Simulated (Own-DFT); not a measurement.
Simulation results for Hf₃₆O₇₁ (tetragonal hafnia with one neutral oxygen vacancy, atoms displaced)

All values are calculated (Own-DFT development build). A calculation, not a measurement: plane-wave PBE and HSE06 DFT by an unreviewed code, no spin, of a simulated cell at Gamma alone, so results move with cell size and shape, stress positive in tension, energies less offsets, not probed for a lower state with spin; hafnium file: forces about 75 meV/angstrom off all-electron values; oxygen file: force components 24 meV/angstrom off all-electron in a glass; k mesh not checked against a denser one; forces and stress are PBE's, HSE06 gives the energy alone, and its difference from PBE has offsets of its own; offsets are fitted by least squares, one for each functional and potential file, so energies compare only between cells with the same atoms and settings and are not formation energies; the far tail of each file's local potential was reset to the Coulomb form; each entry is a single point on an unrelaxed cell, so the pressure reflects the starting lattice, taken from the Materials Project, from which strain is counted, and rises with the displacements; printed positions are rounded, which can move forces by about a meV/angstrom; the program is a retired in-house code; no spin-orbit coupling.

Settings shared by all entries: first functional PBE; second functional HSE06; exact exchange share 0.25; screening 0.11 1/bohr; exchange divergence Gygi-Baldereschi; potential files PseudoDojo norm-conserving, scalar-relativistic, made for PBE, standard set; wave cutoff 48 hartree; occupations fixed; k mesh 1 x 1 x 1 centred on Gamma.

(1) 
```cif
# cell vector a (Å): 10.7800 0.0000 0.0000
# cell vector b (Å): 0.0000 10.7800 0.0000
# cell vector c (Å): 0.0000 0.0000 10.4493
data_Hf36O71
_symmetry_space_group_name_H-M 'P 1'
_symmetry_Int_Tables_number 1
_cell_length_a 10.7800
_cell_length_b 10.7800
_cell_length_c 10.4493
_cell_angle_alpha 90.000
_cell_angle_beta 90.000
_cell_angle_gamma 90.000
_cell_volume 1214.30
loop_
_atom_site_label
_atom_site_type_symbol
_atom_site_fract_x
_atom_site_fract_y
_atom_site_fract_z
_atom_site_occupancy
Hf1 Hf 0.00032 0.00059 0.99777 1
Hf2 Hf 0.16117 0.16294 0.24701 1
O1 O 0.99431 0.17003 0.14438 1
O2 O 0.15966 0.98845 0.33361 1
O3 O 0.99907 0.17943 0.39970 1
O4 O 0.17913 0.00947 0.09648 1
Hf3 Hf 0.00412 0.98315 0.48887 1
Hf4 Hf 0.15822 0.16788 0.73472 1
O5 O 0.99835 0.16501 0.65110 1
O6 O 0.17500 0.00986 0.84553 1
O7 O 0.00509 0.17647 0.89389 1
O8 O 0.16333 0.00409 0.59238 1
Hf5 Hf 0.99337 0.34010 0.00511 1
Hf6 Hf 0.18696 0.50240 0.24295 1
O9 O 0.98853 0.50683 0.15986 1
O10 O 0.17239 0.34038 0.35725 1
O11 O 0.99508 0.50107 0.40479 1
O12 O 0.16460 0.33397 0.10404 1
Hf7 Hf 0.99944 0.32640 0.49594 1
Hf8 Hf 0.17780 0.49891 0.75095 1
O13 O 0.00301 0.51019 0.64883 1
O14 O 0.16854 0.33801 0.84088 1
O15 O 0.99621 0.51675 0.90690 1
O16 O 0.16327 0.34191 0.59512 1
Hf9 Hf 0.01000 0.66202 0.99205 1
Hf10 Hf 0.17135 0.83459 0.25063 1
O17 O 0.00324 0.83019 0.16158 1
O18 O 0.16371 0.67424 0.34659 1
O19 O 0.00799 0.82987 0.39383 1
O20 O 0.16385 0.66327 0.10380 1
Hf11 Hf 0.99877 0.65523 0.49008 1
Hf12 Hf 0.15229 0.82942 0.74697 1
O21 O 0.99765 0.82692 0.64912 1
O22 O 0.16955 0.65800 0.85139 1
O23 O 0.99689 0.82518 0.90079 1
O24 O 0.15915 0.65435 0.59214 1
Hf13 Hf 0.34260 0.99689 0.99562 1
Hf14 Hf 0.50170 0.15455 0.24235 1
O25 O 0.34172 0.16633 0.16400 1
O26 O 0.48940 0.01169 0.34197 1
O27 O 0.34409 0.16576 0.41222 1
O28 O 0.50677 0.99224 0.09694 1
Hf15 Hf 0.33989 0.00069 0.50229 1
Hf16 Hf 0.50442 0.17867 0.74171 1
O29 O 0.32036 0.16992 0.65461 1
O30 O 0.51523 0.01237 0.85143 1
O31 O 0.32842 0.16912 0.91598 1
O32 O 0.50431 0.99899 0.60263 1
Hf17 Hf 0.31272 0.33248 0.99535 1
Hf18 Hf 0.50101 0.49440 0.24997 1
O33 O 0.31678 0.49827 0.15536 1
O34 O 0.50338 0.32840 0.35341 1
O35 O 0.33888 0.49513 0.39663 1
O36 O 0.50406 0.33472 0.11021 1
Hf19 Hf 0.33858 0.33538 0.48772 1
Hf20 Hf 0.51043 0.48835 0.73810 1
O37 O 0.32831 0.48833 0.66933 1
O38 O 0.48620 0.32303 0.85241 1
O39 O 0.50397 0.33401 0.59777 1
Hf21 Hf 0.32558 0.65974 0.00948 1
Hf22 Hf 0.50436 0.83869 0.24850 1
O40 O 0.32732 0.82785 0.15758 1
O41 O 0.49776 0.66685 0.34409 1
O42 O 0.32426 0.83801 0.39081 1
O43 O 0.50019 0.66713 0.09220 1
Hf23 Hf 0.33553 0.66770 0.50267 1
Hf24 Hf 0.50981 0.84157 0.76523 1
O44 O 0.34475 0.81495 0.64668 1
O45 O 0.49693 0.67106 0.86247 1
O46 O 0.34169 0.83866 0.89853 1
O47 O 0.50412 0.66797 0.58463 1
Hf25 Hf 0.66251 0.01072 0.99326 1
Hf26 Hf 0.84054 0.16246 0.25526 1
O48 O 0.67447 0.16861 0.14984 1
O49 O 0.83715 0.01320 0.35962 1
O50 O 0.66118 0.17439 0.40457 1
O51 O 0.84632 0.00336 0.09388 1
Hf27 Hf 0.66506 0.01202 0.51004 1
Hf28 Hf 0.83666 0.16448 0.74703 1
O52 O 0.66864 0.16914 0.64886 1
O53 O 0.83545 0.99524 0.85196 1
O54 O 0.65796 0.16996 0.89372 1
O55 O 0.83044 0.99142 0.58817 1
Hf29 Hf 0.66273 0.32663 0.99735 1
Hf30 Hf 0.83621 0.49964 0.23718 1
O56 O 0.65186 0.49729 0.14444 1
O57 O 0.83314 0.33113 0.33910 1
O58 O 0.65481 0.49749 0.39305 1
O59 O 0.82207 0.33660 0.09634 1
Hf31 Hf 0.66240 0.34745 0.49191 1
Hf32 Hf 0.83573 0.50206 0.74282 1
O60 O 0.67376 0.50566 0.65436 1
O61 O 0.84273 0.33597 0.84558 1
O62 O 0.66900 0.49929 0.89324 1
O63 O 0.82648 0.32762 0.59182 1
Hf33 Hf 0.67126 0.66314 0.98873 1
Hf34 Hf 0.82097 0.83758 0.25665 1
O64 O 0.65946 0.83557 0.15462 1
O65 O 0.85346 0.66469 0.33908 1
O66 O 0.68354 0.82388 0.41213 1
O67 O 0.84701 0.66353 0.09643 1
Hf35 Hf 0.67058 0.67488 0.50323 1
Hf36 Hf 0.82398 0.82586 0.75097 1
O68 O 0.67291 0.83328 0.65176 1
O69 O 0.83837 0.66550 0.84709 1
O70 O 0.66934 0.82902 0.90033 1
O71 O 0.82925 0.66747 0.56963 1
_calc_PBE_energy_of_cell_above_offsets '-87.646'  # eV
_calc_HSE06_less_PBE_above_offsets '0.496'  # eV
_calc_PBE_pressure 6.08  # GPa
_calc_PBE_stress_xx -7.59  # GPa
_calc_PBE_stress_yy -4.42  # GPa
_calc_PBE_stress_zz -6.24  # GPa
_calc_PBE_stress_yz 0.03  # GPa
_calc_PBE_stress_xz 1.87  # GPa
_calc_PBE_stress_xy 0.05  # GPa
```

Force:
```csv
element,x (eV/Å),y (eV/Å),z (eV/Å)
Hf,1.761,-0.226,-0.253
Hf,0.872,0.248,-0.048
O,1.414,0.295,0.274
O,-0.576,5.421,2.5
O,1.03,-4.008,-1.778
O,-1.363,0.225,-0.541
Hf,-0.821,0.822,0.429
Hf,0.498,0.343,2.612
O,-1.674,0.062,-1.311
O,-0.958,-2.154,-0.858
O,-0.62,-0.864,1.072
O,0.718,-0.851,-0.246
Hf,-0.738,-0.15,-0.91
Hf,-11.39,0.836,7.448
O,4.628,-1.732,-2.193
O,0.276,-1.474,-1.523
O,-0.181,-2.874,-0.625
O,-1.43,-0.239,0.037
Hf,0.13,3.9,1.205
Hf,-4.22,0.32,-0.103
O,-1.699,-0.542,1.243
O,0.354,-0.786,1.652
O,-0.31,-6.146,-1.836
O,0.146,-0.825,-0.075
Hf,-0.989,3.571,4.04
Hf,-1.917,-2.654,-1.214
O,-0.982,1.303,-1.08
O,1.007,-2.423,0.364
O,-1.133,0.456,1.457
O,0.571,-0.425,-0.483
Hf,0.98,0.886,-0.318
Hf,2.162,0.21,0.622
O,-0.701,0.669,-0.037
O,0.991,2.252,0.032
O,1.199,1.984,-0.836
O,2.613,1.099,0.741
Hf,-2.213,0.849,0.261
Hf,1.525,4.874,-0.006
O,-2.369,0.189,-0.452
O,0.962,-4.68,2.297
O,-1.053,-0.512,-0.406
O,-0.49,0.525,0.217
Hf,-0.868,-0.758,-0.132
Hf,-1.501,-1.392,0.113
O,3.467,-0.214,-0.421
O,-0.699,-0.954,-0.29
O,0.431,-0.793,-0.502
O,-1.135,0.043,0.256
Hf,2.468,0.139,-0.309
Hf,0.772,0.097,0.007
O,10.49,-0.006,-6.18
O,-0.853,0.232,-0.365
O,-0.07,1.671,0.303
O,-1.217,-0.238,-1.74
Hf,-1.936,-1.025,1.084
Hf,-1.547,1.599,2.577
O,4.93,0.548,-2.191
O,0.702,2.453,-0.588
O,-0.283,0.51,1.172
Hf,1.984,1.077,-1.66
Hf,-3.045,-2.223,0.318
O,2.941,0.236,-1.887
O,-0.218,1.103,-0.473
O,1.38,0.122,2.433
O,-0.569,0.005,0.608
Hf,-1.115,1.645,-1.159
Hf,-2.16,-1.938,-0.682
O,-1.25,1.134,0.711
O,0.427,-0.964,-2.574
O,-0.102,-0.476,0.275
O,-0.248,-1.406,1.917
Hf,2.109,-0.803,0.806
Hf,-1.17,1.894,-0.776
O,-0.576,-1.288,-0.897
O,-0.311,-2.337,-0.864
O,0.277,-1.369,0.167
O,-2.686,-0.406,0.847
Hf,1.407,0.534,-1.574
Hf,0.618,0.804,0.216
O,-0.057,-0.929,0.412
O,-0.288,0.732,-0.96
O,1.196,0.313,-0.108
O,0.939,0.471,1.523
Hf,-0.981,2.189,1.72
Hf,-2.684,0.613,1.916
O,2.519,0.946,-0.342
O,-0.201,0.508,0.36
O,0.528,2.077,0.19
O,1.544,0.284,-0.882
Hf,1.418,-2.241,-0.798
Hf,2.189,-0.996,0.738
O,-0.721,-0.318,-1.55
O,-0.331,-0.234,-0.367
O,-0.442,-0.984,-0.195
O,0.808,0.439,0.421
Hf,-0.71,-1.408,2.28
Hf,3.247,-1.545,-0.919
O,2.228,0.077,-0.251
O,-1.745,0.813,-0.858
O,-0.603,4.341,-2.395
O,-3.157,0.55,-1.025
Hf,-2.863,-3.037,-1.906
Hf,2.547,1.285,0.274
O,-2.076,-0.321,0.207
O,-1.291,-0.057,-1.191
O,-0.017,1.509,-0.196
O,2.144,-0.11,3.985
```

(2) 
```cif
# cell vector a (Å): 10.7800 0.0000 0.0000
# cell vector b (Å): 0.0000 10.7800 0.0000
# cell vector c (Å): 0.0000 0.0000 10.4493
data_Hf36O71
_symmetry_space_group_name_H-M 'P 1'
_symmetry_Int_Tables_number 1
_cell_length_a 10.7800
_cell_length_b 10.7800
_cell_length_c 10.4493
_cell_angle_alpha 90.000
_cell_angle_beta 90.000
_cell_angle_gamma 90.000
_cell_volume 1214.30
loop_
_atom_site_label
_atom_site_type_symbol
_atom_site_fract_x
_atom_site_fract_y
_atom_site_fract_z
_atom_site_occupancy
Hf1 Hf 0.99386 0.00243 0.99805 1
Hf2 Hf 0.16269 0.15934 0.25051 1
O1 O 0.99723 0.16370 0.14470 1
O2 O 0.17230 0.00237 0.34677 1
O3 O 0.00513 0.16514 0.40868 1
O4 O 0.16955 0.00280 0.10181 1
Hf3 Hf 0.99815 0.99891 0.50513 1
Hf4 Hf 0.17140 0.16540 0.74735 1
O5 O 0.99788 0.16856 0.64270 1
O6 O 0.16420 0.00007 0.84242 1
O7 O 0.00419 0.16797 0.89964 1
O8 O 0.16267 0.99106 0.59004 1
Hf5 Hf 0.00269 0.33564 0.99490 1
Hf6 Hf 0.16612 0.50361 0.25573 1
O9 O 0.00414 0.49596 0.15529 1
O10 O 0.17345 0.33866 0.34717 1
O11 O 0.00085 0.50129 0.40536 1
O12 O 0.16069 0.32805 0.09766 1
Hf7 Hf 0.00522 0.32982 0.50437 1
Hf8 Hf 0.16710 0.49881 0.74896 1
O13 O 0.00263 0.49921 0.65295 1
O14 O 0.16856 0.33177 0.84502 1
O15 O 0.00231 0.50310 0.90974 1
Hf9 Hf 0.99468 0.67249 0.99895 1
Hf10 Hf 0.16994 0.83587 0.24747 1
O16 O 0.99589 0.84271 0.15129 1
O17 O 0.16243 0.65442 0.34755 1
O18 O 0.99793 0.82929 0.40958 1
O19 O 0.16955 0.66416 0.10396 1
Hf11 Hf 0.00186 0.66133 0.50712 1
Hf12 Hf 0.17005 0.83837 0.75101 1
O20 O 0.99760 0.84304 0.64441 1
O21 O 0.16487 0.66358 0.85250 1
O22 O 0.00074 0.82712 0.89966 1
O23 O 0.16506 0.66448 0.59987 1
Hf13 Hf 0.33730 0.99928 0.00253 1
Hf14 Hf 0.50360 0.15729 0.24026 1
O24 O 0.33234 0.16903 0.14752 1
O25 O 0.49679 0.00264 0.35297 1
O26 O 0.33434 0.17224 0.39428 1
O27 O 0.50740 0.00604 0.09782 1
Hf15 Hf 0.33645 0.99501 0.49513 1
Hf16 Hf 0.49680 0.16821 0.74908 1
O28 O 0.33252 0.16253 0.65137 1
O29 O 0.49973 0.00144 0.84508 1
O30 O 0.33361 0.16188 0.89827 1
O31 O 0.50213 0.99673 0.59842 1
Hf17 Hf 0.34011 0.33889 0.00005 1
Hf18 Hf 0.49390 0.49978 0.24224 1
O32 O 0.33414 0.49921 0.14796 1
O33 O 0.49452 0.33301 0.35081 1
O34 O 0.33220 0.49736 0.39591 1
O35 O 0.50460 0.33235 0.09624 1
Hf19 Hf 0.32235 0.33357 0.50209 1
Hf20 Hf 0.49771 0.50141 0.75278 1
O36 O 0.33474 0.50620 0.65468 1
O37 O 0.50135 0.33394 0.84634 1
O38 O 0.32928 0.49497 0.90526 1
O39 O 0.49513 0.33817 0.58567 1
Hf21 Hf 0.34180 0.66365 0.00879 1
Hf22 Hf 0.50299 0.83079 0.24364 1
O40 O 0.33822 0.83891 0.15903 1
O41 O 0.49683 0.66216 0.34823 1
O42 O 0.33705 0.82998 0.40138 1
O43 O 0.50297 0.65842 0.09389 1
Hf23 Hf 0.33441 0.67050 0.49937 1
Hf24 Hf 0.50176 0.83397 0.75727 1
O44 O 0.33095 0.82545 0.64585 1
O45 O 0.49655 0.66327 0.85370 1
O46 O 0.33775 0.84223 0.90408 1
O47 O 0.49054 0.66906 0.60682 1
Hf25 Hf 0.65892 0.00776 0.00729 1
Hf26 Hf 0.83796 0.16369 0.25014 1
O48 O 0.66596 0.16350 0.14567 1
O49 O 0.83180 0.00722 0.34448 1
O50 O 0.66648 0.16212 0.39947 1
O51 O 0.82616 0.00588 0.09642 1
Hf27 Hf 0.65436 0.99928 0.50240 1
Hf28 Hf 0.84136 0.16379 0.74815 1
O52 O 0.66804 0.16870 0.65213 1
O53 O 0.83840 0.99638 0.85455 1
O54 O 0.66026 0.16640 0.89635 1
O55 O 0.82747 0.00005 0.60229 1
Hf29 Hf 0.66615 0.33259 0.99849 1
Hf30 Hf 0.83112 0.49369 0.25339 1
O56 O 0.66613 0.50037 0.15575 1
O57 O 0.83394 0.32757 0.34049 1
O58 O 0.66915 0.50083 0.40412 1
O59 O 0.82350 0.32757 0.08893 1
Hf31 Hf 0.67241 0.33071 0.49978 1
Hf32 Hf 0.83441 0.50477 0.75834 1
O60 O 0.66772 0.49727 0.64701 1
O61 O 0.83274 0.33613 0.84744 1
O62 O 0.66068 0.49861 0.90222 1
O63 O 0.83609 0.33144 0.59572 1
Hf33 Hf 0.65870 0.65836 0.99964 1
Hf34 Hf 0.84250 0.83014 0.24760 1
O64 O 0.66634 0.83428 0.14923 1
O65 O 0.83152 0.66562 0.35578 1
O66 O 0.66782 0.83133 0.40683 1
O67 O 0.83803 0.66468 0.09699 1
Hf35 Hf 0.66699 0.66914 0.50119 1
Hf36 Hf 0.83622 0.82615 0.74583 1
O68 O 0.66489 0.83349 0.65268 1
O69 O 0.82744 0.66006 0.84454 1
O70 O 0.65947 0.82405 0.90129 1
O71 O 0.82974 0.66369 0.60046 1
_calc_PBE_energy_of_cell_above_offsets '-97.125'  # eV
_calc_HSE06_less_PBE_above_offsets '0.061'  # eV
_calc_PBE_pressure 1.77  # GPa
_calc_PBE_stress_xx -2.17  # GPa
_calc_PBE_stress_yy -1.3  # GPa
_calc_PBE_stress_zz -1.84  # GPa
_calc_PBE_stress_yz 0.31  # GPa
_calc_PBE_stress_xz 0.66  # GPa
_calc_PBE_stress_xy -0.06  # GPa
```

Force:
```csv
element,x (eV/Å),y (eV/Å),z (eV/Å)
Hf,-0.463,0.335,-0.064
Hf,1.097,2.527,-0.723
O,0.288,-0.397,0.687
O,-0.057,-1.772,0.168
O,0.248,0.304,-1.435
O,-0.294,-0.79,-0.578
Hf,-1.449,-0.511,-0.472
Hf,-0.742,0.626,0.375
O,1.329,-0.08,1.094
O,-0.076,-0.145,0.59
O,-0.353,-0.351,-0.486
O,1.58,0.467,0.725
Hf,-0.354,-0.089,1.292
Hf,-0.21,-2.099,-1.462
O,-1.447,-0.142,0.207
O,-0.973,-1.546,0.808
O,-0.41,-1.064,0.235
O,1.345,0.054,-0.711
Hf,-0.01,0.675,-0.305
Hf,0.329,0.88,0.435
O,-0.408,-0.301,0.453
O,-0.216,-0.095,-0.715
O,-0.412,0.085,-0.945
Hf,2.056,-1.79,0.592
Hf,-0.862,-0.847,0.714
O,1.839,-0.161,-0.425
O,0.247,4.272,1.125
O,0.303,0.527,-1.447
O,-0.014,1.267,-0.453
Hf,-0.539,0.026,-0.887
Hf,-0.547,-1.69,-0.72
O,0.257,-0.92,1.678
O,0.622,0.989,-0.638
O,-0.258,1.246,-0.297
O,0.227,0.233,-0.052
Hf,-0.856,1.892,-0.267
Hf,-1.088,3.029,2.32
O,0.505,-0.552,0.216
O,-0.034,-1.51,-0.834
O,-0.604,-1.45,1.302
O,-3.205,-0.743,1.339
Hf,-0.571,1.472,-0.019
Hf,1.354,0.403,-0.088
O,-0.252,0.147,-0.626
O,0.079,-0.028,0.456
O,0.069,0.573,0.221
O,-2.076,0.029,0.806
Hf,-1.56,-2.217,0.719
Hf,1.073,-2.179,3.194
O,-0.415,0.144,-0.726
O,0.82,-0.004,-2.153
O,0.063,0.835,1.022
O,-0.725,0.257,0.109
Hf,1.494,0.109,-1.691
Hf,0.889,-0.456,-1.766
O,-1.018,-0.905,-0.005
O,-0.739,-0.079,-0.074
O,0.526,1.602,-0.287
O,0.211,-0.497,1.363
Hf,-3.159,-0.397,-2.154
Hf,1.408,-0.217,2.668
O,-0.092,-0.318,-1.211
O,0.112,1.1,-0.718
O,-0.606,0.534,-0.713
O,-0.767,0.755,1.851
Hf,-0.104,-1.864,0.511
Hf,0.295,-0.692,-0.799
O,0.112,1.148,0.974
O,-0.468,0.284,0.335
O,-0.209,-1.784,0.102
O,1.706,-0.061,-0.654
Hf,3.387,-0.626,-2.926
Hf,-1.084,0.05,-0.931
O,0.331,0.006,0.271
O,0.776,-2.223,0.242
O,-0.216,0.363,0.061
O,1.018,-0.482,0.056
Hf,2.804,0.438,-0.707
Hf,-1.637,0.075,0.192
O,-0.448,0.085,0.1
O,0.254,-0.004,-0.799
O,0.206,-0.027,0.612
O,0.367,0.106,-0.252
Hf,0.095,-0.757,-0.865
Hf,0.48,1.022,0.043
O,0.111,0.309,-0.614
O,0.023,0.521,0.707
O,0.431,-0.253,-0.116
O,2.108,0.471,0.885
Hf,-1.725,0.383,-0.288
Hf,-0.549,-2.544,-2.491
O,-0.317,0.233,1.478
O,0.197,-0.515,-0.395
O,0.178,0.044,-0.21
O,0.507,-0.065,-0.123
Hf,2.612,1.089,-0.534
Hf,-2.218,0.057,1.827
O,0.023,-0.32,0.526
O,0.116,0.178,-1.245
O,-0.569,0.754,-0.73
O,-1.312,0.415,0.331
Hf,-0.483,-1.357,0.078
Hf,-0.8,1.489,-0.03
O,0.165,-0.305,0.419
O,0.449,1.986,1.433
O,-0.097,0.861,0.345
O,0.979,0.464,0.569
```
